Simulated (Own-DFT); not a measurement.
Simulation results for SiC (3C silicon carbide, strained, atoms displaced)

All values are calculated (Own-DFT development build). A calculation, not a measurement: plane-wave PBE density functional theory by an unreviewed code, no spin, of a simulated periodic cell, stress positive in tension, free energy of the whole cell less one offset for each atom, forces on such cells passed a denser k mesh, this cell's mesh not checked; offsets are fitted by least squares, one for each functional and potential file, so energies compare only between cells with the same atoms and settings and are not formation energies; the far tail of each file's local potential was reset to the Coulomb form; each entry is a single point on an unrelaxed cell, so the pressure reflects the starting lattice, mostly measured values (interpolated for alloys), from which strain is counted, and rises with the displacements; printed positions are rounded, which can move forces by about a meV/angstrom; the program, named Own-DFT, is a retired in-house code; no spin-orbit coupling.

Common to all runs: functional PBE; potential files PseudoDojo norm-conserving, scalar-relativistic, standard set; wave cutoff 42 hartree; occupations Fermi-Dirac; smearing width 0.1 eV; hardware one NVIDIA H100; k mesh 4 x 4 x 4 centred on Gamma.

(1) 
```cif
# cell vector a (Å): 8.8836 -0.0503 0.0492
# cell vector b (Å): -0.0503 8.8680 0.1089
# cell vector c (Å): 0.0492 0.1089 8.7338
data_SiC
_symmetry_space_group_name_H-M 'P 1'
_symmetry_Int_Tables_number 1
_cell_length_a 8.8839
_cell_length_b 8.8688
_cell_length_c 8.7346
_cell_angle_alpha 88.584
_cell_angle_beta 89.364
_cell_angle_gamma 90.645
_cell_volume 687.90
loop_
_atom_site_label
_atom_site_type_symbol
_atom_site_fract_x
_atom_site_fract_y
_atom_site_fract_z
_atom_site_occupancy
Si1 Si 0.00005 0.00608 0.99747 1
Si2 Si 0.99660 0.25725 0.24627 1
Si3 Si 0.26114 0.00395 0.24448 1
Si4 Si 0.24335 0.25101 0.00362 1
C1 C 0.11324 0.12126 0.12304 1
C2 C 0.11917 0.37938 0.37722 1
C3 C 0.37550 0.12687 0.38138 1
C4 C 0.37475 0.38042 0.11890 1
Si5 Si 0.99897 0.00276 0.49894 1
Si6 Si 0.98966 0.25668 0.74446 1
Si7 Si 0.25499 0.99157 0.75339 1
Si8 Si 0.24898 0.25016 0.50684 1
C5 C 0.11859 0.12337 0.62365 1
C6 C 0.12871 0.37639 0.87726 1
C7 C 0.38715 0.12290 0.87635 1
C8 C 0.36903 0.37984 0.61361 1
Si9 Si 0.01058 0.51007 0.00290 1
Si10 Si 0.00342 0.74421 0.25858 1
Si11 Si 0.24972 0.50238 0.24556 1
Si12 Si 0.25233 0.75988 0.99028 1
C9 C 0.12180 0.62473 0.12725 1
C10 C 0.13119 0.87270 0.37033 1
C11 C 0.37374 0.62294 0.37122 1
C12 C 0.38284 0.87329 0.12246 1
Si13 Si 0.99277 0.49494 0.49256 1
Si14 Si 0.99367 0.75408 0.75138 1
Si15 Si 0.24185 0.49927 0.75178 1
Si16 Si 0.25828 0.73545 0.50805 1
C13 C 0.13272 0.62656 0.61534 1
C14 C 0.11348 0.88266 0.87491 1
C15 C 0.38374 0.61688 0.88518 1
C16 C 0.37091 0.87624 0.62050 1
Si17 Si 0.50250 0.00356 0.99558 1
Si18 Si 0.50061 0.24873 0.24652 1
Si19 Si 0.74640 0.00722 0.25000 1
Si20 Si 0.75186 0.25433 0.00021 1
C17 C 0.63474 0.12279 0.12438 1
C18 C 0.63353 0.37302 0.37638 1
C19 C 0.87608 0.12420 0.38455 1
C20 C 0.87467 0.37135 0.12373 1
Si21 Si 0.50293 0.00096 0.48683 1
Si22 Si 0.49753 0.25063 0.74307 1
Si23 Si 0.76011 0.00043 0.73604 1
Si24 Si 0.75487 0.25328 0.50975 1
C21 C 0.62018 0.12496 0.62013 1
C22 C 0.62801 0.37252 0.87829 1
C23 C 0.87677 0.11882 0.86665 1
C24 C 0.87785 0.37395 0.62426 1
Si25 Si 0.49822 0.50598 0.99683 1
Si26 Si 0.50432 0.76492 0.25401 1
Si27 Si 0.75835 0.49090 0.24939 1
Si28 Si 0.74359 0.75600 0.99512 1
C25 C 0.62812 0.62411 0.11986 1
C26 C 0.61933 0.88476 0.37872 1
C27 C 0.87534 0.61860 0.37889 1
C28 C 0.87185 0.88348 0.12973 1
Si29 Si 0.50531 0.50343 0.49293 1
Si30 Si 0.49919 0.75852 0.74260 1
Si31 Si 0.73832 0.50344 0.75047 1
Si32 Si 0.73930 0.75430 0.49597 1
C29 C 0.63087 0.61202 0.62310 1
C30 C 0.62342 0.87512 0.87838 1
C31 C 0.88022 0.62808 0.87482 1
C32 C 0.87660 0.87765 0.62584 1
_calc_free_energy_of_cell_above_offsets '-4.925'  # eV
_calc_pressure -2.38  # GPa
_calc_stress_xx 4.1  # GPa
_calc_stress_yy 3.34  # GPa
_calc_stress_zz -0.31  # GPa
_calc_stress_yz 6.55  # GPa
_calc_stress_xz 1.39  # GPa
_calc_stress_xy -1.38  # GPa
_calc_wall_time 375.1  # s
```

Force:
```tsv
element	x (eV/Å)	y (eV/Å)	z (eV/Å)
Si	-1.512	-0.885	0.593
Si	0.563	-1.769	1.421
Si	-2.095	-0.795	0.776
Si	1.2	-0.405	-0.583
C	2.307	1.442	0.694
C	1.096	-1.013	-1.234
C	-0.289	0.362	-1.814
C	-0.35	-1.247	1.135
Si	1.513	-1.022	-0.637
Si	2.539	-1.624	1.427
Si	-1.075	2.182	-0.735
Si	-0.991	-0.113	-1.302
C	1.213	0.439	0.932
C	-1.697	-0.296	-0.199
C	-2.732	0.624	-0.509
C	1.058	-0.138	1.921
Si	-1.903	-1.592	-0.969
Si	-0.447	1.716	-1.12
Si	0.08	-0.321	0.597
Si	-0.243	-1.597	1.61
C	1.354	1.284	-0.167
C	0.132	0.039	1.064
C	1.461	0.759	0.097
C	-0.93	1.512	-0.453
Si	1.642	0.957	1.652
Si	1.417	-0.469	-1.103
Si	1.976	0.528	-0.831
Si	-0.072	3.203	-3.116
C	-3.31	-1.719	3.058
C	2.066	-1.333	-0.189
C	-3.237	3.395	-3.88
C	1.167	-0.544	0.052
Si	1.41	-0.642	0.818
Si	0.534	0.812	0.387
Si	2.259	-0.593	0.735
Si	0.47	-1.275	-0.823
C	-2.305	1.079	-0.428
C	-1.014	-0.123	-0.207
C	-0.859	1.004	-1.443
C	0.716	1.08	-0.789
Si	-1.602	1.529	3.316
Si	0.399	0.36	0.309
Si	-2.524	0.547	2.214
Si	-0.746	-0.939	-1.69
C	0.744	-0.231	0.239
C	-1.324	0.547	-0.801
C	-0.651	1.737	0.691
C	-1.644	1.543	0.404
Si	2.384	-1.93	1.925
Si	-0.499	-3.232	-1.27
Si	-1.302	1.747	-0.471
Si	1.901	-0.62	1.389
C	-0.066	0.193	1.425
C	1.437	-1.582	-1.258
C	-1.231	1.366	-0.821
C	0.093	-1.298	-0.358
Si	-0.687	-1.256	-0.297
Si	0.58	-1.595	1.544
Si	3.547	-1.336	1.363
Si	2.301	-1.065	0.767
C	-2.325	3.534	-1.168
C	0.091	0.788	-2.418
C	-1.433	-0.439	0.122
C	-0.551	-1.27	-1.593
```

(2) 
```cif
# cell vector a (Å): 8.8077 -0.0985 0.0770
# cell vector b (Å): -0.0985 8.6604 0.1572
# cell vector c (Å): 0.0770 0.1572 8.8872
data_SiC
_symmetry_space_group_name_H-M 'P 1'
_symmetry_Int_Tables_number 1
_cell_length_a 8.8086
_cell_length_b 8.6624
_cell_length_c 8.8889
_cell_angle_alpha 87.953
_cell_angle_beta 89.014
_cell_angle_gamma 91.283
_cell_volume 677.54
loop_
_atom_site_label
_atom_site_type_symbol
_atom_site_fract_x
_atom_site_fract_y
_atom_site_fract_z
_atom_site_occupancy
Si1 Si 0.00013 0.00441 0.99757 1
Si2 Si 0.99565 0.24598 0.24755 1
Si3 Si 0.25855 0.00742 0.25194 1
Si4 Si 0.24835 0.25571 0.99878 1
C1 C 0.12172 0.12644 0.12323 1
C2 C 0.12999 0.36608 0.37241 1
C3 C 0.37370 0.12571 0.36926 1
C4 C 0.37768 0.37186 0.12771 1
Si5 Si 0.99418 0.99139 0.50653 1
Si6 Si 0.99568 0.25319 0.74652 1
Si7 Si 0.25721 0.00813 0.74885 1
Si8 Si 0.24683 0.24396 0.49908 1
C5 C 0.12789 0.12020 0.61842 1
C6 C 0.13414 0.37618 0.87254 1
C7 C 0.37209 0.11810 0.87419 1
C8 C 0.37454 0.37918 0.61462 1
Si9 Si 0.99859 0.49880 0.99510 1
Si10 Si 0.98772 0.75192 0.25910 1
Si11 Si 0.24181 0.49468 0.26200 1
Si12 Si 0.24846 0.75908 0.00031 1
C9 C 0.11883 0.62320 0.12651 1
C10 C 0.12297 0.86852 0.37311 1
C11 C 0.37955 0.62219 0.36421 1
C12 C 0.35859 0.88188 0.12780 1
Si13 Si 0.00633 0.50026 0.49281 1
Si14 Si 0.99130 0.75159 0.75627 1
Si15 Si 0.24936 0.48808 0.74640 1
Si16 Si 0.24255 0.75232 0.49371 1
C13 C 0.11965 0.61963 0.62428 1
C14 C 0.12140 0.87740 0.87217 1
C15 C 0.37161 0.62528 0.87470 1
C16 C 0.38081 0.87502 0.62858 1
Si17 Si 0.50715 0.99843 0.99665 1
Si18 Si 0.49449 0.23663 0.25590 1
Si19 Si 0.74837 0.99849 0.25076 1
Si20 Si 0.75276 0.24541 0.00082 1
C17 C 0.62989 0.12503 0.12637 1
C18 C 0.62841 0.38642 0.37316 1
C19 C 0.87015 0.11603 0.36795 1
C20 C 0.87115 0.36713 0.11334 1
Si21 Si 0.50018 0.99597 0.50570 1
Si22 Si 0.49477 0.24741 0.75592 1
Si23 Si 0.75459 0.99846 0.74333 1
Si24 Si 0.74495 0.25291 0.49030 1
C21 C 0.63197 0.11882 0.62343 1
C22 C 0.61988 0.36073 0.88108 1
C23 C 0.87395 0.13290 0.87238 1
C24 C 0.87425 0.36691 0.62490 1
Si25 Si 0.49420 0.50195 0.99274 1
Si26 Si 0.50687 0.74452 0.25305 1
Si27 Si 0.74972 0.49946 0.24886 1
Si28 Si 0.75179 0.74108 0.99888 1
C25 C 0.62123 0.62369 0.13676 1
C26 C 0.62842 0.87699 0.38267 1
C27 C 0.89005 0.61952 0.38172 1
C28 C 0.87793 0.88590 0.12630 1
Si29 Si 0.49014 0.50064 0.50659 1
Si30 Si 0.50352 0.75038 0.74698 1
Si31 Si 0.73730 0.50060 0.75861 1
Si32 Si 0.75521 0.74727 0.49156 1
C29 C 0.62606 0.62820 0.63131 1
C30 C 0.61907 0.87418 0.87978 1
C31 C 0.87906 0.62757 0.88078 1
C32 C 0.87771 0.88057 0.62241 1
_calc_free_energy_of_cell_above_offsets '-3.936'  # eV
_calc_pressure 1.3  # GPa
_calc_stress_xx -0.55  # GPa
_calc_stress_yy -4.84  # GPa
_calc_stress_zz 1.49  # GPa
_calc_stress_yz 10.55  # GPa
_calc_stress_xz 5.26  # GPa
_calc_stress_xy -6.82  # GPa
_calc_wall_time 373.3  # s
```

Force:
```tsv
element	x (eV/Å)	y (eV/Å)	z (eV/Å)
Si	0.479	0.189	-0.144
Si	0.527	-0.142	-0.553
Si	-3.28	-1.194	-0.855
Si	0.85	-1.099	1.056
C	0.601	0.205	0.321
C	-2.551	-0.518	1.391
C	-0.463	-1.597	3.722
C	-0.873	0.016	-0.041
Si	2.805	2.524	-3.372
Si	1.598	-0.375	-0.101
Si	-1.562	-2.189	-0.532
Si	0.94	0.716	-0.794
C	-1.026	0.086	1.41
C	-2.75	-1.054	0.34
C	0.461	1.476	0.935
C	-1.646	-3.166	2.844
Si	1.535	-0.01	1.073
Si	3.088	0.877	-3.206
Si	2.306	1.637	-4.004
Si	-0.97	-1.519	0.203
C	-0.055	0.058	0.307
C	-0.39	1.974	0.32
C	-1.763	-0.237	2.885
C	3.744	-0.824	-0.594
Si	0.205	-2.223	2.573
Si	2.304	0.396	-1.842
Si	0.602	3.242	-0.852
Si	1.62	-0.979	1.166
C	0.631	0.552	0.43
C	0.19	0.277	-0.054
C	0.088	0.203	-0.686
C	-1.84	-0.37	-0.465
Si	-1.7	0.449	1.589
Si	2.848	3.997	-2.965
Si	0.206	0.079	-0.886
Si	-0.77	-0.09	-0.6
C	-1.412	-1.018	0.368
C	-1.922	-2.249	1.35
C	0.611	1.301	1.724
C	0.634	1.527	2.006
Si	0.81	0.843	-0.788
Si	1.129	-0.281	-1.777
Si	-0.638	0.522	1.525
Si	1.167	-0.563	1.093
C	-1.91	1.185	-0.178
C	-0.176	2.133	-0.372
C	-0.043	-1.885	0.186
C	-0.688	1.881	-0.972
Si	0.366	-0.94	2.16
Si	-1.297	2.26	-0.46
Si	1.195	-0.022	-0.721
Si	-0.594	2.149	1.543
C	1.279	-0.159	-2.759
C	-0.764	-1.185	-1.222
C	-4.179	0.304	-1.139
C	-1.427	-2.286	0.185
Si	3.288	2.083	-2.911
Si	-0.797	0.208	1.103
Si	2.093	-1.051	-1.036
Si	-0.098	-0.139	2.017
C	-0.234	-0.485	-1.139
C	2.004	-0.911	-1.319
C	-2.18	-1.403	-0.597
C	-2.207	-3.191	2.111
```

(3) 
```cif
# cell vector a (Å): 8.7903 0.0621 -0.0590
# cell vector b (Å): 0.0621 8.8246 0.1116
# cell vector c (Å): -0.0590 0.1116 8.7844
data_SiC
_symmetry_space_group_name_H-M 'P 1'
_symmetry_Int_Tables_number 1
_cell_length_a 8.7907
_cell_length_b 8.8255
_cell_length_c 8.7853
_cell_angle_alpha 88.550
_cell_angle_beta 90.764
_cell_angle_gamma 89.197
_cell_volume 681.24
loop_
_atom_site_label
_atom_site_type_symbol
_atom_site_fract_x
_atom_site_fract_y
_atom_site_fract_z
_atom_site_occupancy
Si1 Si 0.99661 0.99484 0.00670 1
Si2 Si 0.00677 0.24982 0.24648 1
Si3 Si 0.25176 0.99863 0.24854 1
Si4 Si 0.25220 0.25230 0.99746 1
C1 C 0.12547 0.12530 0.11463 1
C2 C 0.12384 0.37729 0.36912 1
C3 C 0.37565 0.13082 0.37219 1
C4 C 0.37142 0.37581 0.12495 1
Si5 Si 0.99026 0.00569 0.49674 1
Si6 Si 0.00713 0.25255 0.76561 1
Si7 Si 0.25610 0.00147 0.74874 1
Si8 Si 0.24135 0.25261 0.49861 1
C5 C 0.12560 0.12130 0.63056 1
C6 C 0.12271 0.38226 0.87739 1
C7 C 0.37702 0.13338 0.88205 1
C8 C 0.37033 0.38003 0.62153 1
Si9 Si 0.00121 0.50078 0.00035 1
Si10 Si 0.00076 0.75094 0.24361 1
Si11 Si 0.25380 0.50446 0.24880 1
Si12 Si 0.25072 0.73909 0.99797 1
C9 C 0.12616 0.61627 0.11939 1
C10 C 0.12782 0.88367 0.37217 1
C11 C 0.36457 0.62237 0.37053 1
C12 C 0.37286 0.87805 0.12535 1
Si13 Si 0.99619 0.50367 0.51191 1
Si14 Si 0.99424 0.76087 0.75269 1
Si15 Si 0.24956 0.50125 0.75264 1
Si16 Si 0.25044 0.75252 0.50147 1
C13 C 0.12515 0.61830 0.62342 1
C14 C 0.11534 0.86989 0.87604 1
C15 C 0.37253 0.61525 0.87689 1
C16 C 0.37516 0.89648 0.62500 1
Si17 Si 0.50610 0.99524 0.99960 1
Si18 Si 0.49924 0.23790 0.25177 1
Si19 Si 0.75397 0.99692 0.25420 1
Si20 Si 0.74783 0.25200 0.99686 1
C17 C 0.62647 0.12131 0.12411 1
C18 C 0.62337 0.36648 0.36923 1
C19 C 0.87289 0.11769 0.36905 1
C20 C 0.87211 0.36700 0.12676 1
Si21 Si 0.50878 0.00236 0.50461 1
Si22 Si 0.49758 0.24726 0.76300 1
Si23 Si 0.74649 0.00145 0.74573 1
Si24 Si 0.74936 0.23900 0.49353 1
C21 C 0.62305 0.13177 0.63242 1
C22 C 0.62995 0.37821 0.87120 1
C23 C 0.87114 0.12798 0.87394 1
C24 C 0.87794 0.36479 0.63571 1
Si25 Si 0.49836 0.49813 0.98792 1
Si26 Si 0.49401 0.74900 0.25159 1
Si27 Si 0.75134 0.49501 0.25361 1
Si28 Si 0.74128 0.74335 0.00017 1
C25 C 0.62632 0.61537 0.12191 1
C26 C 0.62923 0.87404 0.37514 1
C27 C 0.88386 0.62588 0.37505 1
C28 C 0.87557 0.88697 0.12235 1
Si29 Si 0.50607 0.50103 0.50337 1
Si30 Si 0.50051 0.74734 0.75229 1
Si31 Si 0.75648 0.50491 0.75123 1
Si32 Si 0.74760 0.75921 0.49271 1
C29 C 0.62664 0.62670 0.62170 1
C30 C 0.62330 0.87762 0.87748 1
C31 C 0.87746 0.61627 0.87339 1
C32 C 0.87558 0.87363 0.62598 1
_calc_free_energy_of_cell_above_offsets '-6.341'  # eV
_calc_pressure -0.98  # GPa
_calc_stress_xx 0.41  # GPa
_calc_stress_yy 2.19  # GPa
_calc_stress_zz 0.33  # GPa
_calc_stress_yz 6.06  # GPa
_calc_stress_xz -3.5  # GPa
_calc_stress_xy 2.97  # GPa
_calc_wall_time 368.2  # s
```

Force:
```tsv
element	x (eV/Å)	y (eV/Å)	z (eV/Å)
Si	0.95	2.117	-2.395
Si	-0.524	-0.264	-0.186
Si	-0.037	1.35	-0.173
Si	-0.586	0.554	1.132
C	0.178	-0.298	1.258
C	-0.507	0.142	0.806
C	-0.642	-1.804	1.202
C	1.089	-0.233	-0.338
Si	2.652	-1.289	1.389
Si	-0.867	-1.209	-1.756
Si	-1.672	0.736	1.706
Si	1.247	-0.177	0.311
C	-0.83	1.185	-0.669
C	1.038	-0.681	0.142
C	-0.305	-2.201	-0.418
C	0.632	-0.828	1.14
Si	-0.608	-1.264	0.654
Si	0.701	0.129	0.525
Si	-1.101	-2.16	-0.373
Si	-0.616	1.541	0.268
C	-0.385	1.721	0.715
C	-1.058	-1.217	0.46
C	2.398	1.478	1.605
C	0.385	-1.18	-0.852
Si	0.42	-1.824	-1.493
Si	0.979	-3.014	-0.241
Si	-0.323	-0.822	-1.075
Si	-0.583	0.256	-0.141
C	0.171	2.68	1.029
C	2.206	0.871	0.428
C	0.012	2.445	-1.452
C	0.931	-4.261	-0.171
Si	-1.201	1.214	1.049
Si	0.159	2.158	-1.602
Si	-0.871	0.337	-1.811
Si	0.53	-0.733	0.807
C	-0.086	-0.085	0.137
C	0.314	0.927	1.144
C	0.131	1.697	0.394
C	0.454	1.296	-0.46
Si	-1.117	1.169	-0.933
Si	0.559	1.985	-2.54
Si	1.13	0.189	1.261
Si	0.357	1.799	1.514
C	-0.066	-1.006	-1.233
C	-1.114	0.09	0.06
C	0.42	-0.983	0.566
C	-0.586	1.446	-1.796
Si	1.14	-1.612	2.889
Si	0.723	-0.492	-0.541
Si	0.443	-0.259	-0.459
Si	1.817	0.619	0.073
C	-1.035	1.153	0.613
C	-1.903	1.032	-0.852
C	-1.93	0.414	-0.143
C	-1.462	-3.511	1.248
Si	-1.313	-1.099	-1.037
Si	-0.407	0.844	-0.566
Si	-0.635	-1.808	-0.986
Si	2.023	-2.631	1.767
C	0.204	0.652	0.257
C	0.199	-1.227	-1.095
C	-0.601	2.667	0.427
C	-1.624	1.281	-1.189
```

(4) 
```cif
# cell vector a (Å): 8.7152 0.0687 0.0835
# cell vector b (Å): 0.0687 8.5503 -0.0547
# cell vector c (Å): 0.0835 -0.0547 8.7032
data_SiC
_symmetry_space_group_name_H-M 'P 1'
_symmetry_Int_Tables_number 1
_cell_length_a 8.7159
_cell_length_b 8.5508
_cell_length_c 8.7038
_cell_angle_alpha 90.722
_cell_angle_beta 88.904
_cell_angle_gamma 89.092
_cell_volume 648.41
loop_
_atom_site_label
_atom_site_type_symbol
_atom_site_fract_x
_atom_site_fract_y
_atom_site_fract_z
_atom_site_occupancy
Si1 Si 0.99015 0.00131 0.98993 1
Si2 Si 0.00360 0.24222 0.24813 1
Si3 Si 0.24793 0.99575 0.25380 1
Si4 Si 0.25369 0.25629 0.99812 1
C1 C 0.12594 0.13003 0.11596 1
C2 C 0.13400 0.37909 0.37579 1
C3 C 0.37284 0.12610 0.37513 1
C4 C 0.36864 0.38165 0.11836 1
Si5 Si 0.00873 0.99306 0.51114 1
Si6 Si 0.00223 0.25236 0.75146 1
Si7 Si 0.24651 0.01953 0.74854 1
Si8 Si 0.24948 0.24508 0.49781 1
C5 C 0.12208 0.11751 0.61479 1
C6 C 0.12265 0.37507 0.87204 1
C7 C 0.38235 0.12211 0.87995 1
C8 C 0.36960 0.37092 0.62527 1
Si9 Si 0.99401 0.49900 0.99407 1
Si10 Si 0.00104 0.73911 0.25870 1
Si11 Si 0.25982 0.50317 0.25413 1
Si12 Si 0.26270 0.74741 0.00083 1
C9 C 0.12634 0.62461 0.12735 1
C10 C 0.13430 0.87574 0.38181 1
C11 C 0.37757 0.63479 0.37624 1
C12 C 0.37382 0.87638 0.11876 1
Si13 Si 0.99771 0.50175 0.50915 1
Si14 Si 0.00458 0.74777 0.75387 1
Si15 Si 0.24813 0.49353 0.74796 1
Si16 Si 0.24159 0.74582 0.50046 1
C13 C 0.13248 0.61643 0.62346 1
C14 C 0.11511 0.88163 0.87961 1
C15 C 0.37204 0.61895 0.86760 1
C16 C 0.37957 0.87116 0.61971 1
Si17 Si 0.50659 0.99804 0.99687 1
Si18 Si 0.50113 0.25118 0.23581 1
Si19 Si 0.74413 0.00069 0.24836 1
Si20 Si 0.74126 0.25042 0.00566 1
C17 C 0.62189 0.12223 0.13439 1
C18 C 0.61431 0.38512 0.38456 1
C19 C 0.87260 0.13458 0.37318 1
C20 C 0.87353 0.37303 0.12648 1
Si21 Si 0.49664 0.00375 0.50786 1
Si22 Si 0.50299 0.24777 0.75440 1
Si23 Si 0.74925 0.01027 0.75317 1
Si24 Si 0.74789 0.24271 0.50174 1
C21 C 0.62369 0.11792 0.63363 1
C22 C 0.62882 0.38045 0.86633 1
C23 C 0.86837 0.12197 0.88110 1
C24 C 0.86943 0.36492 0.62168 1
Si25 Si 0.49259 0.48357 0.00039 1
Si26 Si 0.50245 0.74489 0.25031 1
Si27 Si 0.74813 0.49881 0.24855 1
Si28 Si 0.75606 0.74933 0.99411 1
C25 C 0.62622 0.61389 0.12473 1
C26 C 0.61267 0.87202 0.37856 1
C27 C 0.87232 0.63227 0.37395 1
C28 C 0.86996 0.86608 0.13710 1
Si29 Si 0.50077 0.50332 0.49025 1
Si30 Si 0.49819 0.75577 0.75535 1
Si31 Si 0.75433 0.50756 0.74872 1
Si32 Si 0.74796 0.75622 0.49327 1
C29 C 0.63301 0.61824 0.63512 1
C30 C 0.62409 0.87365 0.87073 1
C31 C 0.87611 0.62642 0.86374 1
C32 C 0.86521 0.87252 0.61739 1
_calc_free_energy_of_cell_above_offsets '-3.672'  # eV
_calc_pressure 10.74  # GPa
_calc_stress_xx -9.42  # GPa
_calc_stress_yy -13.54  # GPa
_calc_stress_zz -9.26  # GPa
_calc_stress_yz -4.43  # GPa
_calc_stress_xz 5.26  # GPa
_calc_stress_xy 4.87  # GPa
_calc_wall_time 356.3  # s
```

Force:
```tsv
element	x (eV/Å)	y (eV/Å)	z (eV/Å)
Si	0.792	-0.378	4.081
Si	-0.021	2.363	0.374
Si	0.682	1.183	-1.451
Si	-1.324	-1.25	-0.018
C	0.011	-1.64	0.591
C	-1.48	-0.628	-0.043
C	1.078	-0.397	-1.067
C	0.577	-2.3	1.457
Si	-3.495	-0.477	-2.757
Si	-1.377	-1.034	-0.79
Si	0.939	-3.865	0.65
Si	-0.127	1.576	-0.011
C	1.022	2.996	2.747
C	0.411	-0.402	0.193
C	-0.842	1.452	-0.603
C	1.327	-0.68	-0.369
Si	0.637	0.48	1.619
Si	0.765	2.395	-1.327
Si	-2.036	0.532	0.101
Si	-3.039	0.231	-0.423
C	0.458	-0.571	-0.797
C	-2.28	-0.872	-1.073
C	-0.463	-1.618	-0.342
C	1.46	-0.262	1.163
Si	-0.192	-1.007	-2.083
Si	-0.111	1.161	-1.726
Si	0.672	0.622	0.061
Si	2.63	0.754	0.836
C	-1.773	1.204	0.854
C	2.709	-1.347	-1.843
C	0.647	0.169	1.062
C	-2.056	0.644	1.801
Si	-1.145	-0.366	1.344
Si	-2.152	1.295	4.056
Si	0.918	-0.987	2.297
Si	1.054	0.668	-0.595
C	0.604	-0.226	-3.16
C	3.583	-4.25	-4.186
C	0.633	-2.789	-0.143
C	0.141	-0.247	-0.502
Si	-0.09	-0.626	-1.398
Si	-0.581	1.269	-1.061
Si	0.29	-2.933	-0.583
Si	-1.33	1.368	0.03
C	-0.113	1.41	-1.761
C	-0.443	-1.588	1.846
C	0.02	1.838	-1.248
C	1.277	1.431	1.257
Si	2.346	4.023	-2.01
Si	-0.288	1.261	-1.064
Si	0.353	-0.001	1.337
Si	-1.473	-0.292	1.423
C	-0.691	0.991	-1.335
C	1.515	1.227	-0.819
C	0.019	-2.608	1.016
C	0.823	0.92	-2.064
Si	-2.281	2.049	5.053
Si	0.131	-1.973	-1.759
Si	-0.181	-2.392	-0.343
Si	-1.357	-1.182	1.403
C	-2.347	2.456	-2.962
C	1.458	0.546	1.123
C	0.83	-0.395	1.916
C	2.278	1.067	2.024
```
